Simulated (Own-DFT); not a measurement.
# Computed records: SiGe3 (layered order of Si and Ge on the diamond lattice, atoms displaced)

A calculation, not a measurement: plane-wave density functional theory by an unreviewed code, no spin, of a simulated periodic cell, stress positive in tension, run twice, with PBE and with PBEsol, both on files made for PBE, so the change isn't that of files made for PBEsol, forces on such cells moved up to 12 meV/angstrom on a denser k mesh; the far tail of each file's local potential was reset to the Coulomb form; each entry is a single point on an unrelaxed cell, so the pressure reflects the starting lattice, mostly measured values (interpolated for alloys), from which strain is counted, and rises with the displacements; printed positions are rounded, which can move forces by about a meV/angstrom; the program, named Own-DFT, is a retired in-house code; no spin-orbit coupling; stress was not checked against mesh or cutoff. Program: Own-DFT development build.

```yaml
- formula: SiGe3
  kind: "layered order of Si and Ge on the diamond lattice, atoms displaced"
  structure:
    cell_angstrom: [[11.2025, 0.0, 0.0], [0.0, 11.2025, 0.0], [0.0, 0.0, 11.2025]]
    atoms_fractional:
      - [Ge, 0.00462, 0.99764, 0.99943]
      - [Ge, 0.00236, 0.25198, 0.24915]
      - [Ge, 0.25096, 0.99978, 0.25513]
      - [Ge, 0.2459, 0.24746, 0.99971]
      - [Ge, 0.12559, 0.12328, 0.12611]
      - [Ge, 0.12462, 0.37601, 0.3773]
      - [Ge, 0.37328, 0.12443, 0.37578]
      - [Ge, 0.37147, 0.37021, 0.12803]
      - [Ge, 0.00102, 0.99969, 0.49659]
      - [Si, 0.99887, 0.25044, 0.74783]
      - [Si, 0.24711, 0.99705, 0.74919]
      - [Ge, 0.24743, 0.24788, 0.49949]
      - [Ge, 0.12452, 0.12526, 0.62942]
      - [Si, 0.12103, 0.37246, 0.87693]
      - [Si, 0.37576, 0.12315, 0.87567]
      - [Ge, 0.3769, 0.36945, 0.62699]
      - [Ge, 0.99883, 0.49766, 0.00517]
      - [Ge, 0.00131, 0.74917, 0.25059]
      - [Ge, 0.24889, 0.49913, 0.24707]
      - [Ge, 0.25111, 0.7517, 0.99724]
      - [Ge, 0.12254, 0.62431, 0.12246]
      - [Ge, 0.12498, 0.87143, 0.37932]
      - [Ge, 0.37581, 0.62303, 0.37563]
      - [Ge, 0.37829, 0.87781, 0.12196]
      - [Ge, 0.99449, 0.50316, 0.50266]
      - [Si, 0.00041, 0.75331, 0.74842]
      - [Si, 0.24981, 0.50025, 0.74933]
      - [Ge, 0.25048, 0.74292, 0.50018]
      - [Ge, 0.1268, 0.62685, 0.62112]
      - [Si, 0.12489, 0.87451, 0.8721]
      - [Si, 0.37446, 0.62071, 0.87019]
      - [Ge, 0.37678, 0.87888, 0.6276]
      - [Ge, 0.49836, 0.00222, 0.00023]
      - [Ge, 0.50191, 0.25167, 0.24996]
      - [Ge, 0.74407, 0.00058, 0.24874]
      - [Ge, 0.74539, 0.24628, 0.99827]
      - [Ge, 0.62875, 0.1227, 0.12697]
      - [Ge, 0.62604, 0.37411, 0.37503]
      - [Ge, 0.87503, 0.12249, 0.374]
      - [Ge, 0.88011, 0.36857, 0.12286]
      - [Ge, 0.49861, 0.00174, 0.50337]
      - [Si, 0.49844, 0.24923, 0.74765]
      - [Si, 0.74691, 0.99795, 0.75032]
      - [Ge, 0.75089, 0.2443, 0.49991]
      - [Ge, 0.62705, 0.12255, 0.62407]
      - [Si, 0.62397, 0.37448, 0.8764]
      - [Si, 0.87779, 0.12778, 0.87421]
      - [Ge, 0.87547, 0.37396, 0.61982]
      - [Ge, 0.49823, 0.49537, 0.99878]
      - [Ge, 0.50237, 0.75123, 0.25144]
      - [Ge, 0.74962, 0.50051, 0.24735]
      - [Ge, 0.75492, 0.7502, 0.99924]
      - [Ge, 0.62187, 0.62185, 0.12569]
      - [Ge, 0.62284, 0.8749, 0.37924]
      - [Ge, 0.87746, 0.62433, 0.37164]
      - [Ge, 0.87712, 0.87698, 0.1215]
      - [Ge, 0.50001, 0.50093, 0.49773]
      - [Si, 0.49921, 0.75095, 0.75005]
      - [Si, 0.75167, 0.50184, 0.75624]
      - [Ge, 0.74938, 0.74357, 0.49961]
      - [Ge, 0.62704, 0.62258, 0.62194]
      - [Si, 0.62449, 0.87086, 0.87356]
      - [Si, 0.87245, 0.62895, 0.87457]
      - [Ge, 0.87421, 0.87522, 0.62265]
  settings:
    functional: "PBE, then PBEsol"
    potential_files: "PseudoDojo norm-conserving, scalar-relativistic, standard set"
    "wave_cutoff [hartree]": 42.0
    occupations: Fermi-Dirac
    "smearing_width [eV]": 0.1
    k_mesh: "3 x 3 x 3 centred on Gamma"
  results:
    "PBE_pressure [GPa]": 3.36
    "PBE_stress_xx [GPa]": -3.36
    "PBE_stress_yy [GPa]": -3.36
    "PBE_stress_zz [GPa]": -3.36
    "PBE_stress_yz [GPa]": 0.37
    "PBE_stress_xz [GPa]": -0.13
    "PBE_stress_xy [GPa]": -0.12
    "PBEsol_pressure [GPa]": 0.66
    "PBEsol_stress_xx [GPa]": -0.65
    "PBEsol_stress_yy [GPa]": -0.66
    "PBEsol_stress_zz [GPa]": -0.66
    "PBEsol_stress_yz [GPa]": 0.35
    "PBEsol_stress_xz [GPa]": -0.12
    "PBEsol_stress_xy [GPa]": -0.12
    force_element: [Ge, Ge, Ge, Ge, Ge, Ge, Ge, Ge, Ge, Si, Si, Ge, Ge, Si, Si, Ge, Ge, Ge, Ge, Ge, Ge, Ge, Ge, Ge, Ge, Si, Si, Ge, Ge, Si, Si, Ge, Ge, Ge, Ge, Ge, Ge, Ge, Ge, Ge, Ge, Si, Si, Ge, Ge, Si, Si, Ge, Ge, Ge, Ge, Ge, Ge, Ge, Ge, Ge, Ge, Si, Si, Ge, Ge, Si, Si, Ge]
    "PBE_force_x [eV/angstrom]": [-0.254, 0.009, -0.169, 0.399, 0.045, -0.172, 0.485, 0.157, -0.047, -0.045, 0.348, 0.167, -0.117, 0.244, -0.423, -0.447, -0.19, -0.041, -0.05, 0.051, 0.528, 0.328, -0.093, -0.507, 0.76, -0.067, -0.294, 0.654, -0.573, 0.074, 0.118, -0.507, 0.749, -0.119, 0.963, 0.718, -1.008, 0.241, 0.103, -1.24, 0.01, 0.562, 0.518, -0.09, -0.25, -0.006, -0.356, -0.515, -0.335, -0.399, 0.44, -0.922, 0.282, 0.24, -0.516, -0.198, 0.001, 0.173, -0.162, 0.43, -0.398, -0.031, 0.919, -0.177]
    "PBE_force_y [eV/angstrom]": [0.472, -0.571, -0.473, 0.002, -0.165, 0.332, 0.304, 0.177, 0.091, 0.205, 0.375, 0.128, -0.226, 0.418, 0.225, 0.752, 0.321, 0.356, 0.186, -0.343, 0.332, -0.021, 0.069, -0.365, -0.151, -0.348, -0.536, 1.111, -0.484, -0.145, 0.428, -0.767, -0.131, -0.515, -0.759, 0.297, 0.452, 0.117, 0.163, 0.318, 0.03, -0.381, 0.04, 0.458, 0.206, -0.126, -0.584, 0.007, 0.167, -0.06, -0.6, -0.072, 0.409, -0.04, 0.006, -0.063, -0.649, -0.451, -0.43, 0.664, -0.069, 0.377, -0.468, -0.004]
    "PBE_force_z [eV/angstrom]": [-0.756, 0.461, -0.547, -0.613, 0.264, 0.021, 0.024, -0.575, 0.64, 0.594, 0.737, 0.31, -0.036, -0.731, -0.77, -0.085, -1.509, -0.299, 0.395, -0.47, 0.125, -0.36, -0.657, 0.634, -0.438, 0.354, 0.314, 0.01, 1.388, -0.292, -0.007, 0.229, -0.776, 0.117, 0.51, -0.459, -0.419, 0.116, -0.512, 0.133, -0.398, 0.94, 0.572, -0.212, 0.929, -0.796, -0.461, 1.364, -0.236, -0.174, -0.019, -0.144, -0.476, -0.011, -0.017, 0.653, 0.458, 0.192, -0.306, -0.256, 1.293, -0.051, -0.377, 0.466]
    "PBEsol_force_x [eV/angstrom]": [-0.252, 0.005, -0.162, 0.386, 0.045, -0.166, 0.465, 0.153, -0.051, -0.042, 0.349, 0.164, -0.109, 0.244, -0.414, -0.443, -0.186, -0.041, -0.048, 0.05, 0.506, 0.317, -0.089, -0.487, 0.736, -0.072, -0.299, 0.62, -0.551, 0.073, 0.124, -0.482, 0.727, -0.118, 0.932, 0.699, -0.974, 0.228, 0.098, -1.191, 0.012, 0.55, 0.512, -0.086, -0.246, -0.01, -0.355, -0.497, -0.325, -0.385, 0.422, -0.892, 0.278, 0.228, -0.501, -0.191, 0.007, 0.163, -0.165, 0.413, -0.385, -0.025, 0.905, -0.17]
    "PBEsol_force_y [eV/angstrom]": [0.462, -0.553, -0.449, -0.003, -0.154, 0.315, 0.289, 0.176, 0.082, 0.203, 0.376, 0.123, -0.218, 0.413, 0.215, 0.735, 0.308, 0.338, 0.174, -0.331, 0.314, -0.018, 0.066, -0.35, -0.149, -0.343, -0.536, 1.07, -0.463, -0.143, 0.423, -0.738, -0.137, -0.496, -0.723, 0.28, 0.438, 0.114, 0.16, 0.317, 0.027, -0.371, 0.046, 0.443, 0.2, -0.127, -0.579, 0.013, 0.166, -0.06, -0.58, -0.058, 0.391, -0.042, 0.005, -0.069, -0.625, -0.441, -0.427, 0.644, -0.061, 0.369, -0.444, -0.007]
    "PBEsol_force_z [eV/angstrom]": [-0.654, 0.44, -0.528, -0.513, 0.256, 0.01, 0.024, -0.55, 0.614, 0.494, 0.639, 0.296, -0.115, -0.635, -0.678, -0.157, -1.386, -0.284, 0.387, -0.389, 0.133, -0.352, -0.632, 0.618, -0.437, 0.263, 0.226, 0.001, 1.268, -0.196, 0.074, 0.15, -0.672, 0.116, 0.494, -0.366, -0.4, 0.104, -0.491, 0.138, -0.388, 0.842, 0.484, -0.212, 0.822, -0.7, -0.374, 1.25, -0.154, -0.165, -0.011, -0.069, -0.446, -0.021, -0.011, 0.631, 0.435, 0.106, -0.38, -0.25, 1.174, 0.033, -0.286, 0.38]
    "rms_change_of_force_components_from_PBE_to_PBEsol [eV/angstrom]": 0.041
```
